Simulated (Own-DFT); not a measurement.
Hf36O71 (tetragonal hafnia with one neutral oxygen vacancy, atoms displaced) (calculated)

A calculation, not a measurement: plane-wave PBE and HSE06 DFT by an unreviewed code, no spin, of a simulated cell at Gamma alone, so results move with cell size and shape, stress positive in tension, energies less offsets, not probed for a lower state with spin; hafnium file: forces about 75 meV/angstrom off all-electron values; oxygen file: force components 24 meV/angstrom off all-electron in a glass; k mesh not checked against a denser one; forces and stress are PBE's, HSE06 gives the energy alone, and its difference from PBE has offsets of its own; offsets are fitted by least squares, one for each functional and potential file, so energies compare only between cells with the same atoms and settings and are not formation energies; the far tail of each file's local potential was reset to the Coulomb form; each entry is a single point on an unrelaxed cell, so the pressure reflects the starting lattice, taken from the Materials Project, from which strain is counted, and rises with the displacements; printed positions are rounded, which can move forces by about a meV/angstrom; the program is a retired in-house code; no spin-orbit coupling. Program: Own-DFT development build.

Settings shared by all entries: first functional PBE; second functional HSE06; exact exchange share 0.25; screening 0.11 1/bohr; exchange divergence Gygi-Baldereschi; potential files PseudoDojo norm-conserving, scalar-relativistic, made for PBE, standard set; wave cutoff 48 hartree; occupations fixed; k mesh 1 x 1 x 1 centred on Gamma.

(1) 
```xyz
107
Lattice="10.7800 0.0000 0.0000 0.0000 10.7800 0.0000 0.0000 0.0000 10.4493" Properties=species:S:1:pos:R:3:force_x:R:1:force_y:R:1:force_z:R:1 formula=Hf36O71 PBE_energy_of_cell_above_offsets=-85.261 HSE06_less_PBE_above_offsets=0.643 PBE_pressure=6.96 PBE_stress_xx=-8.02 PBE_stress_yy=-6.15 PBE_stress_zz=-6.72 PBE_stress_yz=1.33 PBE_stress_xz=-0.21 PBE_stress_xy=-0.24
Hf    10.7139    10.7312    10.4403     -0.983      3.585      1.255
Hf     1.8400     1.6629     2.5763     -2.307      2.956      1.634
O      0.0957     1.7500     1.5425     -1.721     -0.277      0.486
O      1.9914     0.0601     3.7182     -1.373     -2.258     -0.523
O     10.7606     1.8618     4.1674      0.061     -0.501      0.241
O      1.8032     0.0807     1.1448      0.148     -2.785     -2.508
Hf     0.1556     0.1624     5.3466     -3.729     -0.361     -2.246
Hf     1.9904     1.6752     7.8660     -4.214      6.005      0.445
O      0.0455     1.8464     6.6677     -0.131     -0.391      1.679
O      1.7870     0.0016     8.7130     -0.069     -2.952      3.759
O      0.0656     1.8400     9.4523     -0.592     -2.655     -0.739
O      1.8452     0.1746     6.2158      0.993     -1.988      1.698
Hf    10.6490     3.6282    10.2925      2.476     -4.532      2.463
Hf     1.6818     5.4042     2.5251      0.966     -1.033       2.34
O     10.6833     5.4929     1.6877      1.829       0.02     -2.501
O      1.7793     3.5954     3.6002      -0.14      0.617      0.189
O      0.0687     5.4351     4.1909     -0.408      0.229      0.516
O      1.8666     3.5413     0.9539     -3.029       1.52      0.574
Hf     0.1639     3.6208     5.2885     -1.588     -0.652     -1.349
Hf     1.7098     5.4952     7.8298      0.027     -3.215     -0.178
O     10.7253     5.3143     6.8519      0.675      0.553     -0.583
O      1.7721     3.5623     8.8135      0.513      0.781     -0.151
O     10.7658     5.2926     9.5249     -0.321      4.642     -1.734
O      1.7815     3.6488     6.3423      1.166      0.029     -0.952
Hf    10.6000     7.2872     0.0021      1.378     -4.924      1.051
Hf     1.7718     8.9481     2.5553      1.746     -0.632      4.068
O      0.0178     9.0516     1.8007     -1.859     -0.677     -2.831
O      2.0603     7.0999     3.5833     -1.519      1.497     -1.156
O      0.0766     9.0105     4.3106      0.338     -0.193     -0.852
O      1.8282     7.2210     1.0400     -1.079      0.479     -0.897
Hf    10.7580     7.2472     5.2599      1.585       0.05     -1.187
Hf     1.8589     9.0692     7.8547     -2.496     -3.265     -2.308
O      0.0519     8.9652     6.7874      0.861      0.192      2.054
O      1.5949     7.1484     8.8964      1.235      2.047      0.444
O     10.5818     8.8077     9.4460      1.138      5.556     -0.394
O      1.7954     7.0855     6.2056      1.062      0.326      1.097
Hf     3.5463    10.7785     0.0375      0.824      2.313      0.745
Hf     5.5078     1.8566     2.6888     -2.059     -0.505     -0.219
O      3.4478     1.7971     1.5512      4.811     -0.485     -0.874
O      5.3075     0.0435     3.5999      0.953     -0.749     -0.499
O      3.5253     1.8541     4.1899      1.147      0.317       0.86
O      5.3943    10.7147     0.9194     -1.772      0.137      0.597
Hf     3.5850    10.7652     5.1686      1.127       1.72     -1.032
Hf     5.4335     1.7934     7.7734     -0.361      0.517     -0.668
O      3.4751     1.6972     6.7976      5.277      0.955       -1.1
O      5.4408     0.0488     8.7910     -0.487     -2.512      0.455
O      3.6376     1.8001     9.4620     -0.749     -1.784     -0.095
O      5.3956     0.0490     6.2427      0.295     -0.335     -0.688
Hf     3.5311     3.6547     0.0796      0.987     -1.691     -0.887
Hf     5.2869     5.2356     2.6582      1.488       1.58     -0.036
O      3.5944     5.3200     1.5823      0.206      0.258     -0.427
O      5.3094     3.6178     3.8427      1.268     -1.351     -1.626
O      3.5704     5.3903     4.1672      1.613      0.296      0.742
Hf     3.5781     3.7260     5.2561     -0.516     -1.701      0.168
Hf     5.3879     5.5200     7.8829      0.246     -8.099     -2.071
O      3.5001     5.2584     6.8712      1.779       2.16      0.021
O      5.2736     3.5223     8.8641      1.356      1.231      0.365
O      3.5961     5.3317     9.4375     -0.166      2.336     -0.284
O      5.4033     3.8188     6.3323     -0.592     -1.933     -0.991
Hf     3.4938     7.1425    10.3703     -0.158     -3.104      2.512
Hf     5.3027     8.8628     2.5115      2.635      1.038       3.02
O      3.6536     8.9930     1.6854     -2.837      0.189     -3.057
O      5.4468     7.2078     3.6620     -0.394     -0.734      0.169
O      3.5832     8.9855     4.2249      0.801     -1.031      0.718
O      5.4440     7.1456     1.0717      -1.61      0.319     -0.753
Hf     3.7886     7.1390     5.3482     -10.89     -0.417      -7.45
Hf     5.1962     8.8584     7.8949      3.728      4.158     -0.537
O      3.6275     9.0604     6.8211     -1.625     -0.503     -0.141
O      5.2627     7.1106     8.8486      0.722      2.907      1.774
O      3.5585     8.8030     9.3961      0.021      3.199     -0.797
O      5.3167     7.2573     6.1468      6.548      0.279      6.486
Hf     7.1034     0.0411    10.4329      2.116     -0.092      0.161
Hf     8.9030     1.9026     2.6901      3.692     -2.055     -1.195
O      7.2257     1.7233     1.5925      -1.95      0.334     -0.433
O      8.9218     0.0207     3.6445      0.061     -0.971      -0.81
O      7.3424     1.7135     4.1654     -2.566       1.73       -0.3
O      8.9908     0.0264     0.9671     -0.187     -0.961     -0.545
Hf     7.1860    10.7292     5.0493       1.06      0.376      2.762
Hf     8.9142     1.7426     7.7594       2.65      0.491     -0.725
O      7.2734     1.7228     6.7954     -3.051      0.192     -0.648
O      8.9392     0.0492     8.8284      0.626      -1.83      1.182
O      7.2707     1.7393     9.4371     -0.799      1.538      -0.35
O      9.0546    10.7285     6.3280     -0.338      0.026     -0.853
Hf     7.2188     3.6099    10.3563     -0.024     -0.313      0.787
Hf     8.9706     5.5829     2.5245     -0.656      -3.63      3.522
O      7.3030     5.2962     1.6754     -4.014     -0.704      -2.83
O      8.7988     3.5357     3.6673      0.575      2.289     -0.339
O      7.2604     5.4074     4.0774      -1.27      0.088      1.928
O      9.0021     3.5311     0.9365     -1.167      -0.06      0.228
Hf     7.2042     3.6382     5.0839      1.037      0.883      1.895
Hf     8.9788     5.3097     7.7326     -1.549     -0.432      0.075
O      7.1403     5.3030     6.7396      0.185       2.47      0.085
O      8.9102     3.5439     8.7197      0.581      0.398      1.796
O      7.2667     5.3078     9.2644     -1.155      2.123      1.326
O      8.8988     3.5551     6.3138      0.788      0.668     -1.564
Hf     7.0875     7.2744     0.0278      1.467     -2.645      1.094
Hf     8.8921     8.9024     2.6158      0.347      2.614      1.906
O      7.1796     9.0128     1.5819     -0.787     -0.334     -0.428
O      8.8356     7.1609     3.5974      0.907      2.017       1.08
O      7.2880     8.9787     4.2243     -0.659     -1.002     -0.732
O      8.8654     7.1762     1.1879      0.436      1.418     -3.018
Hf     7.1334     7.2164     5.3026      2.544      -0.82      -2.72
Hf     8.9135     9.0270     7.8729      1.604      0.722     -1.757
O      7.2805     8.9213     6.7884     -3.114     -0.664      0.633
O      9.1408     7.1740     8.6841     -0.885     -1.102      1.151
O      7.2064     8.9033     9.5037     -0.274      1.135     -1.467
O      8.9770     7.2282     6.0422     -0.489     -0.664        1.8
```

Units: PBE_energy_of_cell_above_offsets, HSE06_less_PBE_above_offsets in eV; PBE_pressure, PBE_stress_xx, PBE_stress_yy, PBE_stress_zz, PBE_stress_yz, PBE_stress_xz, PBE_stress_xy in GPa; force_x, force_y, force_z in eV/Å.

(2) 
```xyz
107
Lattice="10.7800 0.0000 0.0000 0.0000 10.7800 0.0000 0.0000 0.0000 10.4493" Properties=species:S:1:pos:R:3:force_x:R:1:force_y:R:1:force_z:R:1 formula=Hf36O71 PBE_energy_of_cell_above_offsets=-88.229 HSE06_less_PBE_above_offsets=0.532 PBE_pressure=5.88 PBE_stress_xx=-4.37 PBE_stress_yy=-7.22 PBE_stress_zz=-6.06 PBE_stress_yz=-2.19 PBE_stress_xz=1 PBE_stress_xy=0.31
Hf    10.7513    10.7516     0.0115     -0.765      0.578     -0.438
Hf     1.7975     1.7653     2.6682     -1.056     -0.212     -1.396
O     10.7264     1.6400     1.6277      1.345      1.114      0.926
O      1.7407    10.6821     3.4749     -0.149      5.031      3.557
O     10.6723     1.7918     4.1761      1.366      1.351       0.42
O      1.8005     0.0239     0.9729      0.099      0.633      0.434
Hf     0.0375     0.1308     5.1749     -3.781     -2.222      0.473
Hf     1.6779     1.8346     7.8629      1.107     -0.334     -0.135
O     10.7799     1.7938     6.7902      0.392      0.887      0.247
O      1.7966    10.7463     8.9104     -0.644      2.527     -0.977
O     10.6940     1.9286     9.5671      0.988     -1.025     -1.759
O      1.6860     0.0916     6.2589      1.935     -0.664      0.298
Hf    10.7383     3.6689     0.0135     -0.836     -0.553      0.904
Hf     1.7342     5.3121     2.6109      1.142      2.458      0.492
O     10.7432     5.3989     1.6280      1.381      0.051     -0.743
O      1.7015     3.6059     3.6273     -0.266     -1.193     -0.148
O     10.7277     5.4174     4.1297     -0.149     -0.142      1.357
O      1.7404     3.6801     0.8946      0.603     -0.001      2.436
Hf     0.0114     3.5548     5.2734      0.329      1.018     -0.357
Hf     1.8331     5.3930     7.9264      1.666       0.52      -3.24
O      0.0695     5.2729     6.8519     -0.749      0.462     -0.587
O      1.7666     3.6257     8.9355      0.006     -0.875     -1.087
O     10.7164     5.3697     9.4142      0.131      0.555     -0.324
O      1.9794     3.6959     6.2210     -5.223     -1.325      1.535
Hf     0.0787     7.2131     0.0032      -0.68      0.076       0.94
Hf     1.7497     9.0276     2.7090      0.557     -4.742     -3.259
O     10.6284     8.8532     1.4758       3.04      1.045      0.875
O      1.8081     7.2966     3.7793     -1.453     -0.825     -1.386
O     10.6687     9.0459     4.1813      0.523     -0.443       1.26
O      1.9053     7.1680     0.9421     -0.868     -0.987      0.105
Hf    10.7346     7.1420     5.3174      1.033      0.538     -1.533
Hf     1.8991     9.0584     7.8733     -0.328     -1.611     -0.266
O      0.0113     8.9884     6.9700      2.542     -0.816     -2.175
O      1.8471     7.1905     8.8211     -0.016       0.81      0.265
O     10.7243     8.9038     9.5026      0.455      1.297     -1.541
O      1.8336     7.1339     6.2529     -1.793      0.797      0.432
Hf     3.5670     0.0356     0.0245      0.326     -0.432      1.507
Hf     5.3817     1.9588     2.6264      1.412     -4.548     -0.751
O      3.6540     1.8240     1.7672     -2.299      0.588     -2.428
O      5.2710    10.6620     3.6987      0.616      2.581     -0.844
O      3.5728     1.8715     4.2277     -0.997     -1.915     -0.362
O      5.4798    10.7788     0.9795     -2.833     -0.188        0.5
Hf     3.5463    10.7431     5.2674      2.835      0.306     -1.109
Hf     5.1830     1.8305     7.9675      3.343       1.73      -3.03
O      3.6182     1.8663     6.7494     -2.446     -1.442      1.189
O      5.3022     0.0557     8.7497     -0.555     -1.154       1.78
O      3.5713     1.9106     9.4588     -0.504     -2.231      -0.17
O      5.4608    10.7545     6.1547     -4.066      -0.65      1.577
Hf     3.4703     3.5755    10.4008      2.194      1.458      0.705
Hf     5.3827     5.5522     2.5378      0.504     -0.395      3.065
O      3.6599     5.4960     1.6951     -2.555     -1.251     -2.791
O      5.5169     3.4663     3.6154     -0.224      4.698      1.435
O      3.3875     5.4697     4.1078       0.75     -1.983      0.278
Hf     3.5358     3.6031     5.2036      3.738      1.948      0.318
Hf     5.5602     5.4719     7.9429     -3.493     -3.416     -3.854
O      3.5815     5.3831     6.7085       0.34      0.437      1.943
O      5.3025     3.6247     8.8344      0.382      0.995          2
O      3.5035     5.4113     9.3284      0.378     -2.022      0.485
O      5.3322     3.5453     6.3228      0.858     -0.013     -1.803
Hf     3.6653     6.9884    10.3578      -0.81      3.903      3.323
Hf     5.4104     9.0475     2.5076     -1.392     -0.429      1.442
O      3.4612     8.9695     1.5984      1.607       0.97     -0.176
O      5.2452     7.2636     3.5780      0.347     -0.334      1.018
O      3.6011     9.0343     4.1432      -1.55       0.32      0.946
O      5.4258     7.1554     1.1887     -0.565       0.64     -3.258
Hf     3.5365     7.2105     5.1084      0.515       -0.7      0.534
Hf     5.3404     9.0924     7.8701      1.821     -0.705     -0.669
O      3.7050     9.0282     6.6951      -2.14      0.389      1.237
O      5.5194     7.1011     8.9060     -1.054      3.276      1.703
O      3.4417     9.1500     9.4918      1.306       -3.3     -1.574
O      5.3313     7.0835     6.1854        0.1      0.116      0.864
Hf     7.1953     0.0541     0.0921      2.147     -0.495      -2.36
Hf     8.8554     1.8313     2.6716      2.385     -1.158     -1.252
O      7.2452     1.7845     1.5953     -2.288        0.8     -0.704
O      8.9444     0.0752     3.5573      0.189     -0.835      0.429
O      7.2057     1.7448     4.2631      0.048      2.172     -1.338
O      9.0167     0.0906     0.9025     -1.008     -0.767      1.443
Hf     7.0701     0.0635     5.1604      2.308     -2.557      0.629
Hf     8.9201     1.9311     7.9069     -2.093      -4.28     -1.599
O      7.0464     1.6027     6.8555      1.182      1.763      0.144
O      9.0765     0.1388     8.8467      0.876     -1.941     -0.737
O      7.2026     1.7340     9.3315      -0.49      1.739      1.878
O      8.9274    10.7708     6.2254      1.354     -0.774     -0.761
Hf     7.1690     3.7513     0.0685     -0.093     -3.446       0.59
Hf     9.0061     5.4143     2.5855     -1.314      1.381      0.998
O      7.0785     5.4920     1.5806      2.398     -1.605     -1.772
O      8.9076     3.5695     3.5390      0.126      1.592      2.342
O      7.1685     5.4223     4.1295     -0.201     -0.516      1.269
O      9.0233     3.6836     1.1373     -1.363      0.193     -1.844
Hf     7.1846     3.5608     5.2572     -1.558      0.597      0.564
Hf     9.0821     5.3815     7.9339     -0.818      1.245     -1.733
O      7.0927     5.2446     6.8658      3.011      0.105     -0.932
O      8.8732     3.6183     8.7769      0.438      1.175      2.526
O      7.2789     5.3195     9.3991     -0.604      1.175     -0.007
O      9.0331     3.5148     6.2894     -0.668      0.279     -1.019
Hf     7.2018     7.1055    10.4125      1.548      2.801      1.376
Hf     9.0298     9.0386     2.6242     -1.813     -0.068       0.49
O      7.1802     8.9815     1.7001      1.238      0.272     -1.598
O      8.8469     7.3039     3.5555      1.279     -2.359      0.628
O      7.2171     8.9486     4.1389     -0.807      0.425      2.008
O      9.0526     7.1426     0.9814     -1.613     -1.157     -0.428
Hf     7.0796     7.1813     5.2794      0.064       1.01     -2.226
Hf     9.0753     8.9545     7.6936     -4.054      2.033      3.384
O      7.0698     8.9150     6.9465      1.102     -0.541     -0.656
O      8.9492     7.1647     8.8636       0.05     -0.086     -0.626
O      7.2855     8.9889     9.5500      -0.91      0.244      0.049
O      8.8455     7.0236     6.2701      2.174      0.556      0.206
```

Units: PBE_energy_of_cell_above_offsets, HSE06_less_PBE_above_offsets in eV; PBE_pressure, PBE_stress_xx, PBE_stress_yy, PBE_stress_zz, PBE_stress_yz, PBE_stress_xz, PBE_stress_xy in GPa; force_x, force_y, force_z in eV/Å.
